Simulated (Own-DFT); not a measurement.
# Computed records: GaP (zincblende, atoms displaced)

All values are calculated (Own-DFT development build). A calculation, not a measurement: plane-wave PBE density functional theory by an unreviewed code, no spin, of a simulated periodic cell, stress positive in tension, free energy of the whole cell less one offset for each atom, forces on such cells passed a denser k mesh, this cell's mesh not checked; offsets are fitted by least squares, one for each functional and potential file, so energies compare only between cells with the same atoms and settings and are not formation energies; the far tail of each file's local potential was reset to the Coulomb form; each entry is a single point on an unrelaxed cell, so the pressure reflects the starting lattice, mostly measured values (interpolated for alloys), from which strain is counted, and rises with the displacements; printed positions are rounded, which can move forces by about a meV/angstrom; the program, named Own-DFT, is a retired in-house code; no spin-orbit coupling.

```yaml
- formula: GaP
  kind: "zincblende, atoms displaced"
  structure:
    cell_angstrom: [[16.3515, 0.0, 0.0], [0.0, 10.901, 0.0], [0.0, 0.0, 10.901]]
    atoms_fractional:
      - [Ga, 0.00516, 0.99551, 0.00404]
      - [Ga, 0.99073, 0.25178, 0.23481]
      - [Ga, 0.15493, 0.97929, 0.24664]
      - [Ga, 0.17229, 0.24279, 0.99748]
      - [P, 0.07706, 0.12918, 0.1322]
      - [P, 0.07958, 0.3742, 0.35604]
      - [P, 0.24921, 0.15324, 0.37845]
      - [P, 0.25343, 0.35905, 0.11232]
      - [Ga, 0.99836, 0.00907, 0.49231]
      - [Ga, 0.9993, 0.25411, 0.75477]
      - [Ga, 0.15917, 0.01362, 0.74287]
      - [Ga, 0.15276, 0.23182, 0.49561]
      - [P, 0.08826, 0.12563, 0.62425]
      - [P, 0.08101, 0.37684, 0.87016]
      - [P, 0.24524, 0.10589, 0.87606]
      - [P, 0.24477, 0.3829, 0.63453]
      - [Ga, 0.00486, 0.5035, 0.99486]
      - [Ga, 0.99913, 0.73599, 0.23886]
      - [Ga, 0.17178, 0.4989, 0.23085]
      - [Ga, 0.16495, 0.73568, 0.99202]
      - [P, 0.08796, 0.62736, 0.13232]
      - [P, 0.08624, 0.85836, 0.36511]
      - [P, 0.24882, 0.62366, 0.36642]
      - [P, 0.25527, 0.86606, 0.14378]
      - [Ga, 0.99956, 0.48787, 0.50585]
      - [Ga, 0.99436, 0.74586, 0.74042]
      - [Ga, 0.16083, 0.49146, 0.75595]
      - [Ga, 0.16674, 0.73817, 0.4994]
      - [P, 0.0786, 0.63036, 0.6255]
      - [P, 0.09109, 0.8811, 0.88227]
      - [P, 0.25444, 0.63704, 0.87757]
      - [P, 0.24307, 0.87006, 0.62545]
      - [Ga, 0.32697, 0.01317, 0.00202]
      - [Ga, 0.34265, 0.24759, 0.2426]
      - [Ga, 0.50454, 0.99774, 0.25027]
      - [Ga, 0.50338, 0.24236, 0.99563]
      - [P, 0.41589, 0.13055, 0.12456]
      - [P, 0.43332, 0.37142, 0.37705]
      - [P, 0.57968, 0.12835, 0.37198]
      - [P, 0.58615, 0.3644, 0.1209]
      - [Ga, 0.33315, 0.02221, 0.497]
      - [Ga, 0.33791, 0.24345, 0.74423]
      - [Ga, 0.49989, 0.00949, 0.76714]
      - [Ga, 0.50629, 0.24927, 0.49617]
      - [P, 0.41558, 0.12367, 0.60787]
      - [P, 0.41557, 0.36967, 0.86314]
      - [P, 0.57383, 0.13805, 0.87516]
      - [P, 0.58017, 0.37639, 0.62109]
      - [Ga, 0.33991, 0.50006, 7.0e-05]
      - [Ga, 0.33231, 0.74023, 0.25099]
      - [Ga, 0.49493, 0.51073, 0.25255]
      - [Ga, 0.49931, 0.74816, 0.98506]
      - [P, 0.42102, 0.60844, 0.13222]
      - [P, 0.41592, 0.87603, 0.37177]
      - [P, 0.58562, 0.62629, 0.38499]
      - [P, 0.59155, 0.8737, 0.12522]
      - [Ga, 0.32825, 0.49965, 0.50801]
      - [Ga, 0.34027, 0.75365, 0.74853]
      - [Ga, 0.48962, 0.51445, 0.75358]
      - [Ga, 0.49653, 0.75413, 0.49479]
      - [P, 0.41986, 0.61886, 0.6194]
      - [P, 0.42346, 0.87769, 0.87909]
      - [P, 0.58305, 0.62772, 0.8682]
      - [P, 0.5764, 0.88496, 0.6246]
      - [Ga, 0.6703, 0.00859, 0.00317]
      - [Ga, 0.67082, 0.24279, 0.2459]
      - [Ga, 0.83678, 0.00966, 0.23255]
      - [Ga, 0.8351, 0.25011, 0.00592]
      - [P, 0.75487, 0.10392, 0.11686]
      - [P, 0.74309, 0.3815, 0.37134]
      - [P, 0.91794, 0.10992, 0.3763]
      - [P, 0.92048, 0.36082, 0.12452]
      - [Ga, 0.67078, 0.01658, 0.50175]
      - [Ga, 0.65719, 0.25565, 0.74566]
      - [Ga, 0.84419, 0.99477, 0.75092]
      - [Ga, 0.82153, 0.23842, 0.50844]
      - [P, 0.75381, 0.13786, 0.63387]
      - [P, 0.73999, 0.37594, 0.87729]
      - [P, 0.91094, 0.10873, 0.86976]
      - [P, 0.91895, 0.36856, 0.61617]
      - [Ga, 0.66818, 0.50707, 0.00156]
      - [Ga, 0.66239, 0.74457, 0.25693]
      - [Ga, 0.83923, 0.50083, 0.2439]
      - [Ga, 0.82377, 0.74581, 0.00694]
      - [P, 0.75211, 0.61545, 0.12227]
      - [P, 0.75731, 0.87493, 0.37945]
      - [P, 0.92078, 0.61312, 0.36745]
      - [P, 0.90182, 0.86992, 0.12209]
      - [Ga, 0.66981, 0.50537, 0.4972]
      - [Ga, 0.66451, 0.76576, 0.74547]
      - [Ga, 0.82962, 0.50468, 0.74842]
      - [Ga, 0.83337, 0.75098, 0.4978]
      - [P, 0.75682, 0.64545, 0.62091]
      - [P, 0.75391, 0.87249, 0.8719]
      - [P, 0.92281, 0.61721, 0.89709]
      - [P, 0.92104, 0.88059, 0.62638]
  settings:
    functional: PBE
    potential_files: "PseudoDojo norm-conserving, scalar-relativistic, standard set"
    "wave_cutoff [hartree]": 42.0
    occupations: Fermi-Dirac
    "smearing_width [eV]": 0.1
    k_mesh: "2 x 3 x 3 centred on Gamma"
  results:
    "free_energy_of_cell_above_offsets [eV]": "-39.289"
    "pressure [GPa]": 4.86
    "stress_xx [GPa]": -4.95
    "stress_yy [GPa]": -4.5
    "stress_zz [GPa]": -5.13
    "stress_yz [GPa]": 0.7
    "stress_xz [GPa]": -0.86
    "stress_xy [GPa]": 0.5
    force_element: [Ga, Ga, Ga, Ga, P, P, P, P, Ga, Ga, Ga, Ga, P, P, P, P, Ga, Ga, Ga, Ga, P, P, P, P, Ga, Ga, Ga, Ga, P, P, P, P, Ga, Ga, Ga, Ga, P, P, P, P, Ga, Ga, Ga, Ga, P, P, P, P, Ga, Ga, Ga, Ga, P, P, P, P, Ga, Ga, Ga, Ga, P, P, P, P, Ga, Ga, Ga, Ga, P, P, P, P, Ga, Ga, Ga, Ga, P, P, P, P, Ga, Ga, Ga, Ga, P, P, P, P, Ga, Ga, Ga, Ga, P, P, P, P]
    "force_x [eV/angstrom]": [-1.191, 1.942, 1.766, -1.565, 1.306, 0.288, 0.593, 0.741, 2.069, -0.83, 1.456, 1.42, -3.654, 0.306, 0.241, 0.113, 1.293, -1.303, 0.446, 0.359, -0.275, -1.99, 0.075, -1.153, 1.01, 0.434, 0.988, 0.081, 0.577, -1.065, 0.52, 1.043, 1.291, -0.863, -0.512, -2.092, 1.225, -2.977, 1.547, -0.269, -2.205, -1.337, -0.571, -0.115, 2.039, 0.524, 3.501, 0.1, -0.957, 1.57, 3.24, 0.852, -1.6, -0.514, -1.058, -1.104, 0.366, -0.412, 1.605, 0.375, -1.23, -2.213, 0.651, 0.625, -1.684, -0.221, 0.735, -0.911, -0.515, 1.656, -1.876, -2.037, -0.215, 0.634, -2.611, 2.498, -2.058, 1.406, 2.544, -1.544, -1.284, 1.49, -0.608, 0.702, -0.816, -1.269, -0.126, 3.033, -0.004, -0.146, 0.588, 2.114, -1.72, -0.637, -2.546, -0.093]
    "force_y [eV/angstrom]": [-0.176, -2.086, 2.091, -0.416, -0.978, -0.132, -2.273, 1.777, -2.315, -1.059, -3.011, 3.668, 0.076, -1.21, 2.278, -1.697, -1.533, 1.552, -1.314, 1.781, -0.908, -0.069, -1.303, 1.264, 0.914, 0.425, 2.29, 0.543, -1.63, -0.748, -1.942, 0.966, -2.418, 1.627, -0.407, 2.611, -1.659, 0.843, -0.591, 1.274, -2.53, -0.036, -0.765, -0.17, 1.062, 0.367, -1.89, 1.265, -0.706, 0.078, -2.295, -0.402, 3.121, 0.271, 0.13, -0.093, -0.532, 0.32, -1.744, 0.217, 1.709, 0.763, -0.183, 0.443, -1.719, -0.03, -1.986, -0.607, 4.195, -1.008, 2.827, 3.502, -1.11, 0.163, -0.893, 2.464, -2.728, -0.273, 2.95, -0.442, -0.903, 0.455, -1.152, -0.171, 0.639, 1.088, 0.83, -0.396, -0.078, -0.347, -0.452, 0.564, -2.064, 0.69, 2.089, -0.595]
    "force_z [eV/angstrom]": [-0.023, 3.764, -0.564, -0.467, -0.941, 1.084, -1.247, 0.802, 1.188, -0.573, 1.032, -1.395, 0.349, 1.69, -1.408, -0.888, 2.125, 0.762, 1.124, 1.231, -2.139, 1.88, 1.022, -2.574, -1.438, 2.174, -0.563, -0.192, -0.188, -1.065, -0.66, -0.203, 1.541, 1.741, -0.509, 1.844, -0.934, -0.453, -0.287, 0.247, -1.484, -0.297, -2.335, 0.848, 2.806, 1.33, -0.836, 0.31, -0.756, 0.405, 1.692, 2.13, -2.397, -0.061, -0.83, -0.575, -1.066, -0.446, 0.24, 0.531, -0.608, -0.045, 0.011, -0.017, -2.132, -0.207, 3.122, -1.501, 0.484, -0.338, -1.507, -2.318, -0.088, 0.371, -1.237, -3.036, 2.306, -0.443, 2.281, 1.221, -0.269, -0.029, 0.166, -1.147, 1.362, -1.142, 1.273, -0.101, 1.336, -0.272, 0.432, -1.024, 1.281, 0.016, -2.846, -1.45]
```
